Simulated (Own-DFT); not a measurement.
# Shaking the atoms of grey tin, 64 atoms (Sn64)

These are calculations, not measurements. They come from Own-DFT, an in-house plane-wave density functional program, since retired, whose code no person has reviewed. Each row is one single-point run on a periodic cell that was not relaxed, without spin or spin-orbit coupling.

Settings of every run: PBE; PseudoDojo norm-conserving scalar-relativistic files; cutoff 42 hartree; 3 x 3 x 3 k mesh centred on Gamma; cold (Marzari-Vanderbilt) smearing of 0.2 eV.

Known limits: forces on such cells moved up to 12 meV/angstrom on a denser k mesh; stress not checked against mesh or cutoff.

Cell vectors in Å: (12.978, 0.000, 0.000); (0.000, 12.978, 0.000); (0.000, 0.000, 12.978). In each run every atom was moved at random and independently from its ideal site; u is the rms move along one axis. E is the free energy for each atom above the fitted value at u = 0, and F the rms of the force components.

| run | u (Å) | E (meV/atom) | F (eV/Å) | largest force (eV/Å) | P (GPa) |
|---|---|---|---|---|---|
| 1 | 0.0187 | 4.5 | 0.189 | 0.61 | 3.37 |
| 2 | 0.0193 | 4.8 | 0.200 | 0.67 | 3.37 |
| 3 | 0.0469 | 30.0 | 0.536 | 1.69 | 3.60 |
| 4 | 0.0504 | ? | ? | ? | ? |
| 5 | 0.0931 | 103.3 | 0.990 | 3.44 | 4.27 |
| 6 | 0.1046 | 150.3 | 1.285 | 4.43 | 4.75 |
| 7 | 0.1108 | 155.4 | 1.284 | 5.26 | 4.77 |
| 8 | 0.1347 | 229.5 | 1.634 | 7.96 | 5.50 |

## Worked fit

For small independent moves the energy grows as E = (3/2) K u², with K the mean stiffness felt by one atom. The runs with u up to 0.11 Å give K = 8.7 ± 0.4 eV/Å², with residuals divided by u² + 0.0006 Å², since the noise grows with the moves. The scatter is 2.4 meV/atom at u = 0.05 Å. The forces follow F = G u with G = 11.0 eV/Å²; no force at u = 0 is resolved. G exceeds K because the moves of its neighbours add to the force on an atom, and stiffness differs between atoms. The pressure follows P = 3.32 + 123 u² GPa: at fixed volume, shortened bonds push harder than stretched ones pull.

## Withheld run

Question: what energy and rms force should run 4 give?

The fit gives 33 ± 3 meV/atom and about 0.55 eV/Å. The calculation gave 31.6 meV/atom and 0.533 eV/Å.
